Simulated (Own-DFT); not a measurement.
# How strain changes the stress of wurtzite GaN, 96 atoms (Ga48N48)

No measurement is shown. These are fixed-geometry runs of a retired plane-wave code named Own-DFT, which no person has reviewed; spin and spin-orbit coupling are neglected.

Common settings: PBE; PseudoDojo norm-conserving scalar-relativistic files (stringent for Ga); cutoff 96 hartree; 3 x 4 x 3 k mesh centred on Gamma; Gaussian smearing of 0.01 eV.

Known weak points: forces on such cells passed a denser k mesh, each cell not checked; stress not checked against mesh or cutoff.

Unstrained cell vectors in Å: (12.756, 0.000, 0.000); (-4.783, 8.285, 0.000); (0.000, 0.000, 10.370). The unstrained cell has measured lattice constants (interpolated for alloys), not those of this functional. That, the random moves and any unrelaxed bonds set the pressure at no strain. The cell is deformed uniformly in each run, and the atoms keep their fractional places. Each atom got a random Gaussian move of width 0.05 Å along each axis. Stress is counted positive in tension, P = -(s_xx + s_yy + s_zz)/3, and strain components are those of the symmetric tensor.

| run | e_xx (%) | e_yy (%) | e_zz (%) | e_yz (%) | e_xz (%) | e_xy (%) | s_xx (GPa) | s_yy (GPa) | s_zz (GPa) | s_yz (GPa) | s_xz (GPa) | s_xy (GPa) | P (GPa) | E (meV/atom) |
|---|---|---|---|---|---|---|---|---|---|---|---|---|---|---|
| 1 | -0.67 | -0.07 | 1.58 | -1.54 | 1.37 | -1.08 | -8.74 | -7.19 | -0.80 | -3.00 | 2.98 | -4.03 | 5.57 | 8.0 |
| 2 | 0.86 | -1.74 | 1.55 | 0.49 | -0.45 | 1.16 | -5.56 | -10.42 | -1.91 | 1.42 | -1.30 | 4.48 | 5.96 | 8.0 |
| 3 | -0.56 | 1.95 | 1.68 | -1.94 | -1.22 | -0.51 | -6.63 | 0.93 | 0.18 | -4.24 | -2.53 | -2.15 | 1.84 | 13.2 |
| 4 | -0.43 | -0.64 | -1.89 | -1.60 | 0.28 | 0.70 | -12.51 | -11.40 | -17.10 | -3.72 | 0.63 | 2.68 | 13.67 | 37.5 |
| 5 | 1.33 | -1.14 | -0.62 | 0.41 | 0.47 | 0.13 | -2.48 | -11.62 | -10.16 | 0.75 | 1.17 | 0.39 | 8.08 | 9.8 |
| 6 | 1.14 | -1.77 | -1.34 | 0.61 | 0.10 | 1.71 | -5.05 | -16.29 | -14.30 | 0.07 | 0.07 | 4.91 | 11.88 | 44.2 |
| 7 | 1.99 | -0.27 | -0.44 | -0.24 | -0.18 | -0.06 | 0.36 | -6.03 | -8.41 | -0.60 | -0.07 | 0.53 | 4.69 | 4.3 |
| 8 | 0.18 | 1.69 | 0.38 | -0.76 | 0.43 | -0.03 | -6.32 | 0.34 | -3.71 | -1.62 | 0.95 | 0.97 | 3.23 | 4.5 |
| 9 | -0.38 | 1.61 | -0.28 | -0.11 | 1.01 | 0.43 | -6.58 | -1.26 | -7.94 | -0.51 | 2.17 | 0.47 | 5.26 | 4.2 |
| 10 | -0.19 | -1.35 | -1.59 | 0.37 | -0.98 | -1.45 | -11.90 | -14.94 | -16.29 | 0.90 | -2.14 | -5.00 | 14.38 | 43.0 |
| 11 | -1.30 | 1.64 | 0.94 | -1.16 | -0.37 | 1.86 | -10.02 | -2.51 | -2.99 | -1.62 | -1.04 | 6.25 | 5.17 | 19.3 |
| 12 | 0.56 | 0.84 | -0.24 | 1.30 | 0.26 | 0.83 | -3.54 | -3.16 | -7.26 | 2.94 | 1.48 | 0.84 | 4.65 | 0.0 |
| 13 | 0.89 | 0.98 | -1.89 | 1.74 | 0.81 | 1.55 | -3.66 | -3.21 | -16.53 | 3.76 | 2.21 | 4.82 | 7.80 | 23.1 |
| 14 | -1.72 | 1.28 | -0.61 | 0.55 | 1.71 | -0.34 | -13.15 | -5.01 | -10.25 | 0.81 | 3.90 | 0.28 | 9.47 | 21.2 |
| 15 | 1.41 | -0.80 | 0.08 | -0.30 | -1.27 | 1.46 | -0.79 | -11.18 | -7.10 | -1.05 | -2.82 | 3.65 | 6.36 | 20.6 |
| 16 | 1.25 | 0.93 | 0.49 | -1.76 | 0.16 | 1.67 | -0.75 | -1.41 | -4.70 | -3.78 | 0.57 | 4.79 | 2.29 | 2.3 |
| 17 | -0.79 | -0.54 | -0.55 | -1.04 | -1.22 | 0.49 | ? | ? | ? | ? | ? | ? | ? | ? |

E is the free energy per atom, counted from the lowest run shown.

## Fit

Regress every stress component on the fractional strains (shears doubled) of the visible runs, with a constant. Shear strains stay in the fit of a normal stress only where such slopes are resolved. The slopes, in GPa:

| stress | at no strain | per e_xx | per e_yy | per e_zz | scatter |
|---|---|---|---|---|---|
| s_xx | -7.4 | 439 ± 28 | 119 ± 23 | 73 ± 23 | 1.00 |
| s_yy | -7.6 | 127 ± 31 | 420 ± 26 | 89 ± 25 | 1.11 |
| s_zz | -7.7 | 54 ± 18 | 68 ± 15 | 457 ± 15 | 0.65 |

The slope of each shear stress on twice its own strain, from a fit on all six strains: yz 111 ± 7, xz 110 ± 4, xy 158 ± 14 GPa. These are stiffnesses along x, y and z of the frame in which the cell vectors are given, with the crystal's c axis along z: C11, C12, C13 and C33. Hexagonal symmetry asks that xx and yy behave alike, which is a second check on the noise. No internal relaxation is included, and where it is allowed it would reduce some of the slopes. Slopes across the diagonal should nearly agree, so their difference gauges the noise. A ninth of the table's sum, 205 ± 5 GPa, estimates the bulk modulus near the mean pressure of these runs, 6.9 GPa, so it lies above the value at zero pressure.

## The run left out

Question: what normal stresses and pressure should run 17 give?

The fit gives s_xx = -11.9, s_yy = -11.3, s_zz = -11.0 and P = 11.4 GPa. The hidden result is -12.90, -11.48, -9.36 and P = 11.25 GPa.
